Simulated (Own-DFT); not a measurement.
# Response to strain: wurtzite GaN, 72 atoms (Ga36N36)

These are calculations, not measurements. They come from Own-DFT, an in-house plane-wave density functional program, since retired, whose code no person has reviewed. Each row is one single-point run on a periodic cell that was not relaxed, without spin or spin-orbit coupling.

Settings of every run: PBE; PseudoDojo norm-conserving scalar-relativistic files; cutoff 42 hartree; 4 x 4 x 3 k mesh centred on Gamma; Fermi-Dirac smearing of 0.1 eV.

Known limits: forces not confirmed at this smearing and k mesh; stress not checked against mesh or cutoff.

Unstrained cell vectors in Å: (9.567, 0.000, 0.000); (-4.784, 8.285, 0.000); (0.000, 0.000, 10.370). The unstrained cell has measured lattice constants (interpolated for alloys), not those of this functional. That, the random moves and any unrelaxed bonds set the pressure at no strain. Each run strains this cell uniformly, with the atoms carried along. Every atom was also moved at random, by a Gaussian of width 0.05 Å on each axis. Strain is the symmetric tensor, in per cent. Stress is positive in tension, and the pressure is minus a third of its trace.

```
run,e_xx (%),e_yy (%),e_zz (%),e_yz (%),e_xz (%),e_xy (%),s_xx (GPa),s_yy (GPa),s_zz (GPa),s_yz (GPa),s_xz (GPa),s_xy (GPa),P (GPa),E (meV/atom)
1,0.45,-1.01,1.27,0.01,-0.40,1.73,-6.54,-10.54,-3.60,-0.52,-0.64,7.00,6.89,25.3
2,0.65,0.26,-0.22,1.87,-1.31,-1.47,-4.26,-6.97,-8.26,4.14,-2.36,-4.95,6.50,16.7
3,0.13,-1.00,1.59,0.65,0.71,0.82,-7.62,-10.90,-2.78,1.33,1.48,2.97,7.10,28.6
4,-1.32,0.84,-1.13,-1.60,-0.15,0.61,-11.44,-8.10,-13.21,-2.71,-0.65,2.45,10.91,27.9
5,1.70,0.00,-1.82,0.07,0.08,1.87,-1.43,-7.43,-18.21,1.10,-0.41,6.30,9.02,40.6
6,-1.01,-0.41,1.49,1.28,0.03,-1.19,-11.82,-10.07,-1.60,2.31,0.32,-2.60,7.83,17.2
7,-0.67,0.03,1.00,-1.88,1.00,0.14,-11.15,-5.48,-4.19,-3.50,2.04,0.57,6.94,4.9
8,-0.42,1.58,-0.19,0.52,0.21,-0.07,-8.14,-1.12,-7.90,1.35,0.84,-0.23,5.72,0.0
9,0.30,-1.30,0.79,-0.73,-0.93,-0.68,-6.26,-12.07,-6.08,-1.97,-1.64,-2.11,8.14,12.7
10,-0.26,-0.77,1.53,1.53,1.09,0.15,-7.78,-9.91,-2.22,3.70,2.56,-0.16,6.64,5.2
11,1.26,-1.34,-0.69,1.46,1.87,0.68,-5.70,-12.49,-9.82,4.23,3.91,1.91,9.34,19.7
12,-0.68,1.55,-1.65,1.71,0.87,-0.94,-10.92,-2.87,-14.77,3.95,2.34,-2.69,9.52,23.8
13,1.94,-1.49,1.12,-0.88,1.94,1.83,-1.46,-10.48,-3.40,-2.67,4.25,5.72,5.11,21.4
14,-0.49,-1.34,0.50,-1.89,1.28,-0.63,-10.97,-14.82,-7.38,-3.90,2.74,-2.24,11.05,37.7
15,0.33,-0.78,0.80,0.63,0.42,-0.62,-8.06,-9.34,-4.35,1.58,2.12,-0.51,7.25,18.7
16,-0.27,-0.53,0.77,1.63,0.90,-1.95,?,?,?,?,?,?,?,?
```

E is the free energy for each atom above the lowest run shown.

## Worked fit

Each stress component was fitted by least squares to a constant and the strains of the runs shown, as fractions, with shears doubled. Shear strains stay in the fit of a normal stress only where such slopes are resolved. The slopes, in GPa:

```
stress  at no strain  per e_xx  per e_yy  per e_zz  scatter
  s_xx          -7.9  384 ± 38   89 ± 44   41 ± 34     1.02
  s_yy          -7.8  162 ± 32  483 ± 37  130 ± 29     0.86
  s_zz          -8.3   16 ± 40   55 ± 46  447 ± 36     1.07
```

Each shear stress against twice its own strain: yz 111 ± 6, xz 108 ± 6, xy 172 ± 13 GPa. These are stiffnesses along x, y and z of the frame in which the cell vectors are given, which need not be the crystal's axes. The atoms are held to the strained lattice; where symmetry lets them move under strain, relaxing them would lower some slopes. The table should be nearly symmetric about its diagonal, and what it lacks of that shows the noise. A ninth of its sum, 201 ± 11 GPa, estimates the bulk modulus near the mean pressure of these runs, 7.9 GPa, so it lies above the value at zero pressure.

## Withheld run

Question: what normal stresses and pressure should run 16 give?

The fit gives s_xx = -9.1, s_yy = -9.8, s_zz = -5.2 and P = 8.0 GPa. The calculation gave -7.58, -10.51, -6.59 and P = 8.23 GPa.
